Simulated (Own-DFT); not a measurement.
# Response to strain: grey tin, 64 atoms (Sn64)

Source: density functional calculations with Own-DFT, an unreviewed in-house program that is no longer used. Nothing was measured or relaxed, and spin and spin-orbit coupling are left out.

Settings: PBE; PseudoDojo norm-conserving scalar-relativistic files; cutoff 42 hartree; 3 x 3 x 3 k mesh centred on Gamma; cold (Marzari-Vanderbilt) smearing of 0.2 eV.

Caveats: forces on such cells moved up to 12 meV/angstrom on a denser k mesh; stress not checked against mesh or cutoff.

Unstrained cell vectors in Å: (12.978, 0.000, 0.000); (0.000, 12.978, 0.000); (0.000, 0.000, 12.978). The unstrained cell has measured lattice constants (interpolated for alloys), not those of this functional. That, the random moves and any unrelaxed bonds set the pressure at no strain. A uniform strain is put on this cell, atoms riding along. Each coordinate of each atom was shifted by a normal deviate of width 0.05 Å. Strains are tensor components in per cent; tension counts as positive stress, and P is minus the mean normal stress.

```
run,e_xx (%),e_yy (%),e_zz (%),e_yz (%),e_xz (%),e_xy (%),s_xx (GPa),s_yy (GPa),s_zz (GPa),s_yz (GPa),s_xz (GPa),s_xy (GPa),P (GPa),E (meV/atom)
1,-1.54,0.34,-1.71,1.43,-0.94,-0.53,-5.49,-4.99,-5.52,2.05,-1.23,-0.49,5.33,43.6
2,0.21,-1.65,-0.14,0.82,1.48,-0.15,-4.38,-4.87,-4.41,1.04,1.76,-0.26,4.55,27.9
3,1.90,-1.47,-0.22,-0.65,1.12,0.93,-3.06,-4.08,-3.70,-1.06,1.04,0.71,3.62,17.8
4,-0.26,-0.70,-0.82,-1.17,-1.83,0.61,-4.62,-4.75,-4.82,-1.72,-1.81,0.53,4.73,35.9
5,0.29,0.80,-1.59,-0.22,-0.56,-0.87,-3.84,-3.71,-4.31,-0.60,-0.54,-1.18,3.95,19.6
6,-1.95,-1.55,1.77,-1.11,-0.78,0.92,-4.98,-4.96,-3.92,-1.73,-0.70,1.17,4.62,29.3
7,0.04,1.60,0.25,-0.55,1.89,1.83,-3.07,-2.63,-3.02,-1.04,2.30,1.61,2.91,16.0
8,0.21,0.01,0.88,-0.04,0.08,1.41,-3.24,-3.28,-3.00,0.18,-0.10,1.43,3.17,10.2
9,-1.76,-0.07,-0.99,-0.86,1.64,0.09,-5.63,-5.15,-5.45,-0.74,2.19,0.78,5.41,53.2
10,-0.19,-1.08,-1.50,0.35,1.19,-0.82,-4.96,-5.22,-5.32,0.51,1.39,-1.19,5.17,32.9
11,-1.54,-0.58,0.62,0.10,-1.56,-0.31,-4.89,-4.69,-4.35,0.01,-2.22,0.11,4.64,42.6
12,1.55,0.23,-0.71,0.42,1.67,-0.64,-2.82,-3.20,-3.40,0.53,1.72,-0.69,3.14,5.8
13,1.01,-0.70,1.84,-1.79,-0.10,0.72,-2.54,-3.05,-2.30,-1.73,0.40,0.86,2.63,0.0
14,-0.77,0.20,-1.14,-0.03,0.23,-0.20,-4.54,-4.29,-4.65,0.07,0.60,0.05,4.49,18.8
15,0.51,0.25,-0.27,-1.10,-0.39,-1.00,-3.39,-3.40,-3.59,-0.75,0.19,-1.17,3.46,14.3
16,-1.47,0.37,-0.75,0.89,-0.05,0.30,-4.90,-4.33,-4.67,1.26,0.57,0.42,4.63,23.2
17,0.28,1.08,-0.91,0.74,-1.26,0.90,?,?,?,?,?,?,?,?
```

E is the free energy for each atom above the lowest run shown.

## Worked fit

Regress every stress component on the fractional strains (shears doubled) of the visible runs, with a constant. Shear strains stay in the fit of a normal stress only where such slopes are resolved. The slopes, in GPa:

```
stress,at no strain,per e_xx,per e_yy,per e_zz,scatter
s_xx,-3.8,73 ± 2,40 ± 3,42 ± 2,0.08
s_yy,-3.8,45 ± 2,70 ± 3,41 ± 2,0.09
s_zz,-3.7,45 ± 2,41 ± 3,70 ± 3,0.11
```

The slope of each shear stress on twice its own strain, from a fit on all six strains: yz 61 ± 6, xz 59 ± 4, xy 47 ± 5 GPa. These are stiffnesses along x, y and z of the frame in which the cell vectors are given, which need not be the crystal's axes. These are clamped-ion slopes: internal relaxation, where symmetry allows it, would soften some. The table should be nearly symmetric about its diagonal, and what it lacks of that shows the noise. A ninth of the table's sum, 52 ± 1 GPa, estimates the bulk modulus near the mean pressure of these runs, 4.2 GPa, so it lies above the value at zero pressure.

## Test on the hidden row

Question: what normal stresses and pressure should run 17 give?

The fitted form gives s_xx = -3.5, s_yy = -3.3, s_zz = -3.8 and P = 3.5 GPa. DFT gave -3.46, -3.19, -3.81 and P = 3.48 GPa.
